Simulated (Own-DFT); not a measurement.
# Strain and stress in wurtzite AlGaN with randomly placed atoms, 72 atoms (Al9Ga27N36)

Calculated results; nothing here was measured. The program, named Own-DFT, is a retired in-house plane-wave density functional code that no person has reviewed. Each row is one single-point run on a periodic cell that was not relaxed, without spin or spin-orbit coupling.

Settings of every run: PBE; PseudoDojo norm-conserving scalar-relativistic files (stringent for Ga); cutoff 96 hartree; 4 x 4 x 3 k mesh centred on Gamma; Gaussian smearing of 0.01 eV.

Known limits: forces on such cells passed a denser k mesh, each cell not checked; stress not checked against mesh or cutoff.

Unstrained cell vectors in Å: (9.509, 0.000, 0.000); (-4.755, 8.235, 0.000); (0.000, 0.000, 10.268). The unstrained cell has measured lattice constants (interpolated for alloys), not those of this functional. That, the random moves and any unrelaxed bonds set the pressure at no strain. Each run strains this cell uniformly, with the atoms carried along. Every atom was also moved at random, by a Gaussian of width 0.05 Å on each axis. The random placing of the alloy's atoms differs from row to row. Strain is the symmetric tensor, in per cent. Stress is positive in tension, and the pressure is minus a third of its trace.

| run | e_xx (%) | e_yy (%) | e_zz (%) | s_xx (GPa) | s_yy (GPa) | s_zz (GPa) | P (GPa) | E (meV/atom) |
|---|---|---|---|---|---|---|---|---|
| 1 | 0.00 | 0.00 | -1.25 | -7.29 | -8.06 | -12.20 | 9.19 | 13.0 |
| 2 | 0.00 | 0.00 | 1.00 | -5.44 | -6.02 | -3.53 | 4.99 | 3.6 |
| 3 | 0.00 | 0.00 | 1.50 | -6.46 | -4.81 | -0.76 | 4.01 | 5.5 |
| 4 | 0.00 | 0.00 | 1.25 | -6.15 | -6.38 | -1.16 | 4.56 | 15.1 |
| 5 | 0.00 | 0.00 | -2.00 | -7.82 | -8.36 | -18.92 | 11.70 | 43.6 |
| 6 | 0.00 | 0.00 | 3.00 | -4.81 | -3.97 | 4.08 | 1.57 | 18.9 |
| 7 | 0.00 | 0.00 | 1.75 | -6.71 | -5.51 | 0.33 | 3.97 | 20.3 |
| 8 | 0.00 | 0.00 | 2.25 | -4.22 | -5.13 | 2.10 | 2.42 | 0.0 |
| 9 | 0.00 | 0.00 | -0.50 | ? | ? | ? | ? | ? |

E is the free energy for each atom above the lowest run shown.

## Worked fit

The change of volume is close to e_xx + e_yy + e_zz. A straight line through the runs shown gives P = 7.17 - 200 x (fractional change of volume) GPa, with an error of 8 on the slope and a scatter of 0.38 GPa. The strain isn't the same on all axes and the cell isn't cubic, so the slope belongs to this path and is not the bulk modulus.

## Withheld run

Question: what pressure should run 9 give? Its volume changes by -0.50 %.

The line gives 8.2 GPa. The calculation gave 8.78 GPa.
